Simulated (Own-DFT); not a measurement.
# Computed records: InAs (zincblende, strongly disordered by large displacements), GaP (zincblende, strongly disordered by large displacements)

Computed with Own-DFT development build. A calculation, not a measurement: plane-wave PBE density functional theory by an unreviewed code, no spin, of a simulated periodic cell, stress positive in tension, free energy of the whole cell less one offset for each atom, forces on such cells passed a denser k mesh, this cell's mesh not checked; broken bonds can close the gap or carry spin, so checks made on this kind of crystal may not hold here; offsets are fitted by least squares, one for each functional and potential file, so energies compare only between cells with the same atoms and settings and are not formation energies; the far tail of each file's local potential was reset to the Coulomb form; each entry is a single point on an unrelaxed cell, so the pressure reflects the starting lattice, mostly measured values (interpolated for alloys), from which strain is counted, and rises with the displacements; printed positions are rounded, which can move forces by about a meV/angstrom; the program, named Own-DFT, is a retired in-house code; no spin-orbit coupling.

Common to all runs: functional PBE; potential files PseudoDojo norm-conserving, scalar-relativistic, standard set; wave cutoff 42 hartree; occupations Fermi-Dirac; smearing width 0.1 eV; k mesh 3 x 3 x 3 centred on Gamma.

(1) 
```xyz
64
Lattice="12.1166 0.0000 0.0000 0.0000 12.1166 0.0000 0.0000 0.0000 12.1166" Properties=species:S:1:pos:R:3:force_x:R:1:force_y:R:1:force_z:R:1 formula=InAs hardware=one_NVIDIA_H200 free_energy_of_cell_above_offsets=2.240 pressure=9.7 stress_xx=-9.42 stress_yy=-10.34 stress_zz=-9.33 stress_yz=-1.87 stress_xz=0.97 stress_xy=0.22 wall_time=1179
In     0.2243    12.0011     0.3178     -0.121     -0.705     -1.656
In    12.0642     2.9001     3.2921     -0.617      3.163      1.471
In     2.7779     0.3512     2.8034      2.487     -2.426      2.303
In     3.0852     3.5158    12.0760     -0.242     -0.616     -0.505
As     1.2269     1.7509     1.6758      1.527      1.232     -3.231
As     1.5068     4.5610     4.9499     -3.267      2.697     -5.991
As     4.5704     1.4385     4.8186     -1.522      1.003     -1.388
As     4.9722     4.7462     1.4859      -1.42     -0.562      0.558
In     0.0986     0.3253     6.2470     -2.961     -3.665     -3.862
In     0.0109     2.5534     9.4411      3.061      3.508     -3.816
In     3.1112    11.9914     9.2715     -3.805        2.6     -0.722
In     2.8139     3.3030     6.1753       2.55      -5.35      1.485
As     1.4764     1.5103     7.5618      3.041        1.8      3.472
As     1.1469     4.8214    10.3773      0.524     -0.781       0.93
As     4.2635     1.3576    10.5544      2.239      3.044      3.639
As     4.2454     4.6607     7.4199      3.133      0.974      2.736
In    11.8254     5.7460     0.2581      3.297       3.83     -3.622
In    11.9196     8.8293     2.9892     -0.048      3.662     -0.117
In     2.7798     5.9730     2.6138      3.282     -4.171       2.92
In     3.3913     9.1896    11.9684      -1.61     -3.324     -1.313
As     1.6516     7.7726     1.9721     -0.743      2.756     -4.308
As     1.5863    10.5800     4.4631     -0.817      0.499      0.268
As     4.2914     7.4961     4.8888      2.544     -1.631     -2.621
As     4.6286    10.4026     1.3137      1.629      3.534      2.976
In    12.0644     6.0569     6.2223      1.068      1.924      0.158
In     0.2295     9.2212     9.1352     -2.657      -2.38     -1.307
In     3.1003     6.1592     9.3165     -1.822     -4.098     -1.166
In     2.9727     9.0080     6.1660      0.301      3.385     -0.749
As     1.8935     7.6732     7.7918     -3.783     -1.023      0.001
As     1.8263    10.3160    10.4483      -1.46      1.748      3.169
As     4.5552     7.7133    10.0628     -0.005     -1.225      6.363
As     4.2950    10.5563     8.0623      3.171     -2.329     -5.313
In     6.3996    12.0073     0.0713      -2.47      1.437      1.031
In     6.2412     2.8744     3.2547     -2.572      0.454      0.394
In     9.1982     0.0424     3.0738     -6.227     -0.017      1.217
In     9.0308     2.7974    12.0771     -0.657      1.584      0.838
As     7.4527     1.5930     1.6183      1.558     -1.284     -0.671
As     7.3387     4.3448     4.8682      3.846     -1.852     -3.829
As    10.4788     1.3829     4.3401      1.293      2.426      4.987
As    10.4875     4.5998     1.6068     -1.889     -4.936      2.544
In     6.1142     0.0192     6.1706     -1.364      0.268      2.449
In     5.9346     2.6028     9.0345     -0.768      1.893      0.354
In     9.4645    11.8438     9.0037     -3.699      3.298        5.2
In     8.6145     2.8142     6.2992      2.964      1.501      -1.92
As     7.8059     1.3389     7.8907     -1.377     -2.094      1.133
As     7.6173     4.3558    10.5825     -0.463      0.669     -0.824
As    10.6979     1.5375    10.8002     -2.206     -4.265      2.225
As    10.5900     4.4819     7.3161     -1.043     -1.763      1.767
In     6.4739     6.3119     0.0115     -1.019     -0.837     -2.168
In     6.1675     9.2131     2.9832     -0.449     -0.836      1.795
In     9.2333     6.2001     2.9046      2.257     -2.535      4.414
In     9.3015     9.0627     0.1270     -1.067      0.474     -0.467
As     7.7678     7.4139     1.7958     -3.186      4.597      -2.19
As     7.5233    10.6802     4.9257       1.79     -1.572     -2.584
As    10.6615     7.6306     4.5792     -1.276     -1.475      1.707
As    10.4254    10.9291     1.6940      3.253     -4.731     -3.509
In     6.2662     5.8753     6.0151     -3.852        4.9      3.055
In     6.0007     8.9303     8.9232      4.725      2.675     -2.728
In     9.2724     6.1165     8.9217     -1.795     -4.527     -2.439
In     9.2655     9.0936     6.2098     -0.801      0.056     -1.836
As     7.8686     7.5325     7.5031     -2.715     -0.049     -0.134
As     7.3227    10.5774    10.5985      3.038     -1.889     -1.936
As    10.2247     7.3423    10.5071      4.133      3.475        4.4
As    10.5783    10.5418     7.6526      5.082     -2.119     -3.036
```

Units: free_energy_of_cell_above_offsets in eV; pressure, stress_xx, stress_yy, stress_zz, stress_yz, stress_xz, stress_xy in GPa; wall_time in s; force_x, force_y, force_z in eV/Å.

(2) 
```xyz
64
Lattice="12.1166 0.0000 0.0000 0.0000 12.1166 0.0000 0.0000 0.0000 12.1166" Properties=species:S:1:pos:R:3:force_x:R:1:force_y:R:1:force_z:R:1 formula=InAs hardware=one_NVIDIA_H200 free_energy_of_cell_above_offsets=30.193 pressure=14.8 stress_xx=-12.5 stress_yy=-16.4 stress_zz=-15.5 stress_yz=3.98 stress_xz=-1.22 stress_xy=1.29 wall_time=1169
In     0.0064     0.1118    12.0554      2.069      0.531     -1.081
In    11.6954     2.9482     3.3883       0.83      0.794     -0.497
In     2.6099     0.4060     3.1975      6.324     -6.113      4.989
In     3.2662     3.0161    11.9300     -1.415      0.194      1.474
As     1.5114     1.5894     1.8860     -5.034      5.884     -7.565
As     1.6791     4.5033     4.4753     -1.664      2.275     -1.058
As     5.1606     1.4451     4.6020     -2.993      2.195     -4.771
As     4.4733     4.7542     1.3366      2.456     -1.943     -0.597
In     0.2202     0.2573     6.2898     -2.343     -1.081      2.485
In     0.6138     3.1153     8.7993     -3.585      4.967      3.866
In     3.5089     0.1615     8.6778     -5.417      3.616      4.195
In     2.8852     2.5893     5.0515      1.642     -1.525      2.134
As     1.6271     1.5552     7.6016      4.851     -1.284     -1.724
As     1.5000     4.6139    11.1464     -0.201      0.048     -2.443
As     4.7151     1.5605    10.5214     -5.913     -4.332      1.297
As     4.8583     4.7721     7.5547     -4.909     -6.614      2.711
In    11.8196     6.3757     0.0770      3.343     -5.755      7.518
In    12.0400     8.4937     3.2716      2.962      8.455     -4.868
In     2.8912     6.0398     2.5855      0.249      0.216       2.79
In     2.2942     9.2358    11.8883      2.245     -0.522      0.772
As     1.4200     7.5916     1.3894     -0.207      0.824       0.39
As     1.1778    11.1282     4.6504      1.582     -5.012     -2.497
As     5.2230     7.7891     4.5108     -1.698     -0.766       0.54
As     4.4709    10.2296     1.0816       -4.3      4.396     -4.829
In     0.1332     5.9371     6.1244      5.051     -2.602       6.38
In    11.4451     8.9891     9.4859      4.128       1.75      -0.16
In     3.0937     5.8860     8.5037     -3.043      2.553      2.509
In     2.8592     8.7231     5.7919      0.749      0.909     -0.509
As     1.3492     7.8258     7.7357      0.446     -0.936     -0.172
As     1.7291    10.5755    10.0394     -1.311      1.647     -0.896
As     4.8448     7.6553    10.3832     -2.155      0.621     -0.436
As     4.8224    10.9907     7.6137      2.037      -7.01     -4.143
In     5.8999     0.6594     0.0898     -2.423     -5.116      -3.07
In     6.2140     2.7546     2.5092     -4.541      9.441       4.56
In     8.9151    12.0247     2.6306      3.991     -1.079      0.039
In     9.7208     2.7225     0.2117     -3.182     -5.822     -5.592
As     7.1735     1.0812     1.7251      6.878     -3.493      0.572
As     8.1221     4.7028     4.9100      -0.05     -0.307     -1.028
As    10.5693     1.3536     5.0716      1.369      -1.27     -3.108
As    10.3362     4.3289     1.4426      3.147      6.399       5.28
In     6.0242     0.4569     6.3972      2.697     -2.333      1.199
In     5.5621     3.0865     9.3265      4.831      7.001     -3.943
In     8.6737     0.4187     9.4423      4.522      3.347     -4.181
In     8.7445     2.3772     5.9303      0.012      3.308     -1.382
As     7.3062     2.0611     7.6330     -0.526      0.073      4.443
As     7.7803     4.3030    10.8917     -0.366      0.271     -0.995
As    10.7294     1.3883    10.2505       1.72      1.628      0.622
As    10.5571     4.6947     7.2782     -1.415     -1.916      1.688
In     6.0739     6.1332    11.8192      1.726     -0.905      1.146
In     5.7713     9.3174     2.5129      4.778     -2.864      5.101
In     9.3567     6.2529     2.9913      1.207     -2.063      1.828
In     9.6401     8.9652     0.2015     -2.884      -2.75     -1.029
As     7.6574     7.3962     1.9168     -2.146      2.356       -2.9
As     8.1882    10.8818     4.5440     -2.579     -0.772      1.635
As    11.3579     6.9310     4.4840     -7.063     -1.492     -1.333
As    10.7246    10.7240     1.2482      0.962      0.678      2.828
In     6.3481     5.7522     6.4393      2.946     -2.457     -9.522
In     6.1055     9.4687     9.1191      0.211     -1.514     -0.009
In     8.8565     6.4295     8.6247      2.418     -2.272      1.856
In     9.5033     9.3045     5.9423      0.713     -0.875      1.405
As     7.0397     7.4435     7.5049      2.383      9.532      3.206
As     7.1558    11.3371    10.2993     -4.238     -4.378      4.545
As    10.9763     7.2213    10.4968     -7.147     -3.316     -3.851
As    11.0830    10.6581     8.2381     -2.724      6.583     -5.813
```

Units: free_energy_of_cell_above_offsets in eV; pressure, stress_xx, stress_yy, stress_zz, stress_yz, stress_xz, stress_xy in GPa; wall_time in s; force_x, force_y, force_z in eV/Å.

(3) 
```xyz
64
Lattice="10.9010 0.0000 0.0000 0.0000 10.9010 0.0000 0.0000 0.0000 10.9010" Properties=species:S:1:pos:R:3:force_x:R:1:force_y:R:1:force_z:R:1 formula=GaP hardware=one_NVIDIA_H100 free_energy_of_cell_above_offsets=36.396 pressure=18.53 stress_xx=-16.95 stress_yy=-18.19 stress_zz=-20.45 stress_yz=0.12 stress_xz=3.95 stress_xy=-0.71 wall_time=607.2
Ga    10.0902     0.0455    10.6406      3.367      0.839     -1.717
Ga     0.2942     2.9297     2.8556     -1.374       2.04      1.882
Ga     3.2125    10.3531     2.1005     -4.983      7.417      4.321
Ga     2.1767     2.5224    10.8447      2.472     -4.077       7.98
P      1.1127     1.2691     1.9088      2.895      -3.53     -3.756
P      1.3806     4.8857     3.5016     -6.284     -2.202      3.963
P      3.7691     0.8474     4.6712     -0.699     -0.175     -4.799
P      3.8966     4.2796     1.3566      2.604     -3.118      -5.33
Ga    10.7612    10.4486     5.2332     -1.846      2.603      4.203
Ga    10.5086     2.7612     8.2668      3.363      3.616      -6.76
Ga     2.4701    10.4265     8.1314     -0.578      5.079      0.266
Ga     2.3489     2.2936     5.3790      0.419      4.582      -1.45
P      1.5713     0.9706     6.7547     -4.061     -0.783      1.716
P      1.4746     3.5224     9.3817     -3.191      5.538     -6.047
P      3.6058     1.3037     9.4889     -2.179     -5.489      5.017
P      4.6024     4.3268     7.0016     -1.405     -0.556      0.322
Ga     0.6170     6.2629    10.5723     -1.524     -5.632     -4.077
Ga    10.8099     8.1574     2.7976     -2.968     -0.228      -5.26
Ga     3.1571     5.3915     2.7934      0.464       0.26     -1.657
Ga     2.6593     8.0375    10.8127      1.735     -3.236      3.238
P      0.9429     6.8526     1.4801      4.035      0.161      4.536
P      0.9268     9.2944     3.9795      8.302      1.909      1.625
P      3.6893     6.7255     4.1348       4.28      2.297      1.821
P      4.1542     8.8239     1.3931      2.033     -2.339     -4.323
Ga     0.2945     5.6529     5.7616     -2.292     -2.157     -2.592
Ga     0.3704     7.8356     9.0218     -3.284     -0.404     -4.145
Ga     2.3571     5.4638     8.4300      0.501     -1.552     -1.204
Ga     3.1726     8.2975     5.3392     -3.993      0.828     -1.463
P      1.2794     6.9817     7.0705      1.831      0.968     -0.023
P      1.6672     9.3039     9.6073     -3.534      4.744      2.527
P      3.9369     6.9066     9.2229     -4.265     -3.392      1.853
P      3.6675     9.2915     7.0112      6.303     -0.659      0.123
Ga     5.4984    10.7274    10.7804     -6.711      4.857      4.332
Ga     5.0029     2.5856     2.4842     -2.447      1.277      2.517
Ga     8.1621    10.5732     2.4366     -3.301      2.709      2.596
Ga     8.1636     2.4476    10.8997       -5.4       2.39      5.706
P      6.5371     1.5473     1.5697      3.304     -3.698     -2.249
P      7.4054     4.3864     4.1617     -5.863     -0.168      4.847
P      9.9961     1.5904     4.5749      1.035     -0.903      -1.68
P      9.6129     3.6474     1.3009      0.233       1.25      0.204
Ga     5.4168     0.1948     5.7334     -2.511     -3.375     -1.767
Ga     4.6686     2.3365     8.2522      5.028      4.697     -5.519
Ga     8.3497    10.5664     8.7607      6.253      3.006     -7.201
Ga     8.2810     2.7068     5.1369     -1.611     -3.132      0.809
P      6.9250     0.7038     6.8251      5.433      3.024      4.331
P      6.5964     4.0385    10.3429     -4.272     -3.799      2.525
P      9.5134     1.8484     9.6612      0.364     -5.137     -1.108
P      8.9570     4.2294     6.4811      2.336       1.94      3.304
Ga     5.3730     6.0668    10.6712     -3.036     -3.797     -0.996
Ga     5.6422     7.9784     2.6026      0.638     -1.044      3.159
Ga     8.2471     5.0886     2.5730      3.853      2.748     -5.721
Ga     7.3729     8.3623     0.0739      6.506     -0.399       0.87
P      6.7178     6.8625     1.0614      1.837     -5.601      6.962
P      6.6914     9.4780     3.8952      0.471      0.765      1.359
P      9.7969     6.9014     4.0659     -3.641     -2.985      2.322
P      9.6007     9.7262     1.2580      0.476     -4.964      1.239
Ga     5.4528     6.1740     5.5062      1.173     -1.767      0.831
Ga     5.4413     8.0966     8.7927       4.76      4.337     -3.769
Ga     7.6293     5.1387     9.1395      4.479      4.025      -6.07
Ga     8.1981     8.2240     5.2851      0.578     -0.259      1.024
P      6.9048     7.0983     7.1257     -0.141       -0.2     -0.116
P      6.9515     9.8560     9.8558     -2.772     -0.941      -3.85
P      9.4467     6.5933     9.5824     -1.481      0.377      0.727
P     10.0383     9.0149     7.0983     -1.718      1.414     -0.404
```

Units: free_energy_of_cell_above_offsets in eV; pressure, stress_xx, stress_yy, stress_zz, stress_yz, stress_xz, stress_xy in GPa; wall_time in s; force_x, force_y, force_z in eV/Å.

(4) 
```xyz
64
Lattice="10.9010 0.0000 0.0000 0.0000 10.9010 0.0000 0.0000 0.0000 10.9010" Properties=species:S:1:pos:R:3:force_x:R:1:force_y:R:1:force_z:R:1 formula=GaP hardware=one_NVIDIA_H100 free_energy_of_cell_above_offsets=-3.540 pressure=9.82 stress_xx=-9.47 stress_yy=-9.44 stress_zz=-10.55 stress_yz=-1.67 stress_xz=0.51 stress_xy=-3.46 wall_time=535.9
Ga    10.7748    10.7965    10.4258      0.849      1.333      0.368
Ga     0.2813     2.5691     2.8163     -4.197     -1.863     -3.856
Ga     2.6096     0.2950     2.8311      0.124     -3.016     -0.912
Ga     2.8229     2.5986     0.0355     -2.832       3.57      1.671
P      1.4452     1.3056     1.2880      -1.91      0.051     -1.283
P      1.0503     3.6728     4.3006      2.349      4.928      2.266
P      4.0457     1.3449     4.0385      2.406     -0.083      0.522
P      4.0096     3.9811     1.3848      -1.41        3.6     -2.008
Ga    10.7285    10.7442     5.6011      1.032      3.724      -1.27
Ga    10.9004     2.7293     8.3343     -1.685      3.747       1.26
Ga     2.9547     0.1312     8.2190     -1.126     -0.665     -1.218
Ga     2.6013     2.4225     5.2749        0.4      1.428      2.019
P      1.1225     1.8299     6.9406      3.422     -5.503     -3.379
P      1.3987     4.2644     9.3990     -1.945     -4.769      2.963
P      4.0210     1.3589     9.8630      2.709      -1.84     -4.017
P      4.1782     3.9008     6.5140     -1.821      0.077      1.393
Ga    10.8996     5.4891    10.5644      0.059       -3.2      3.394
Ga    10.6311     7.9902     2.6855      3.141      3.298     -3.391
Ga     2.7944     5.6097     2.8376     -4.587      -4.37     -4.683
Ga     2.7515     8.0416    10.6814      0.299      0.714       1.84
P      1.3808     6.5959     0.9999      0.688      1.369       3.41
P      1.2894     9.7847     4.2132      0.231     -1.725     -1.249
P      4.0480     6.6579     3.9362      2.707      4.848      3.509
P      4.3635     9.5409     1.1363     -4.286      0.565     -1.313
Ga     0.3393     5.5883     5.6291     -2.979     -4.275     -4.582
Ga    10.8470     8.0130     8.2178      1.282      4.717     -2.147
Ga     2.5908     5.3658     8.2062      0.702     -0.495     -6.583
Ga     2.4408     7.9778     5.3200      2.246      2.157     -1.184
P      1.1381     6.9792     6.7784      4.351      1.391      2.946
P      1.4464     9.4632     9.4725      0.223       0.53     -1.692
P      3.8262     6.5647     9.2980       2.49      3.493      1.611
P      4.3804     9.5554     6.5990     -2.804     -0.377      1.195
Ga     5.6185     0.1126     0.0272     -1.564     -2.382     -2.737
Ga     5.1843     2.8719     2.6914       3.67     -1.681       1.33
Ga     8.2824     0.0380     3.0208     -1.661     -3.009     -4.499
Ga     8.3236     2.7854    10.5319      -3.76      0.919      2.808
P      6.7601     1.1933     1.2687      3.436      4.007      3.774
P      6.6679     4.5395     3.9714     -4.088     -4.385      2.911
P      8.9361     1.5753     4.1261      4.081      3.267      2.829
P      9.3320     3.9311     1.2173      2.447       1.08      0.724
Ga     5.5935     0.0583     5.3070      0.246      0.795      0.454
Ga     5.3588     2.6113     8.2029     -2.468     -0.031     -0.246
Ga     8.0999     0.1647     8.2830     -0.043     -1.176     -4.785
Ga     7.9694     2.8997     5.8787      2.113      2.907     -2.983
P      6.7427     1.5410     6.8803     -1.041     -3.327      0.226
P      6.5567     4.0069     9.3549      2.086      1.691      1.882
P      9.3360     1.4829     9.2517          4     -0.395      1.301
P      9.6556     4.4401     6.7611      -1.14     -2.214      0.988
Ga     5.3106     5.6341    10.6641       1.75     -1.355      2.532
Ga     5.3693     8.4148     2.5555      1.996     -2.397      2.319
Ga     8.2485     5.1723     2.9626      3.707      1.976       -4.2
Ga     8.3499     8.2672    10.8154     -0.868      1.359      1.144
P      7.0730     7.0186     1.6288     -0.541     -0.719     -1.891
P      6.8500     9.5146     4.0933     -0.148     -0.571     -0.653
P      9.7766     6.5915     3.9270     -1.925     -1.397      3.458
P      9.8675     9.8556     1.2688     -2.408     -1.903      2.087
Ga     5.3600     5.5910     5.5274     -2.656     -2.497     -2.563
Ga     5.1959     8.0174     8.1526      1.843      0.918     -1.126
Ga     8.3034     5.2763     8.3733     -0.801      1.397     -0.563
Ga     8.1066     8.1067     5.4408        0.6     -0.528      0.308
P      6.6249     6.6530     6.6609      3.953      3.349      4.313
P      6.8123     9.8245     9.3051      -2.17     -4.259      2.433
P      9.8489     6.9705     9.6069     -6.076     -0.853      0.863
P      9.5721     9.5517     6.8733     -2.697     -1.949      1.963
```

Units: free_energy_of_cell_above_offsets in eV; pressure, stress_xx, stress_yy, stress_zz, stress_yz, stress_xz, stress_xy in GPa; wall_time in s; force_x, force_y, force_z in eV/Å.
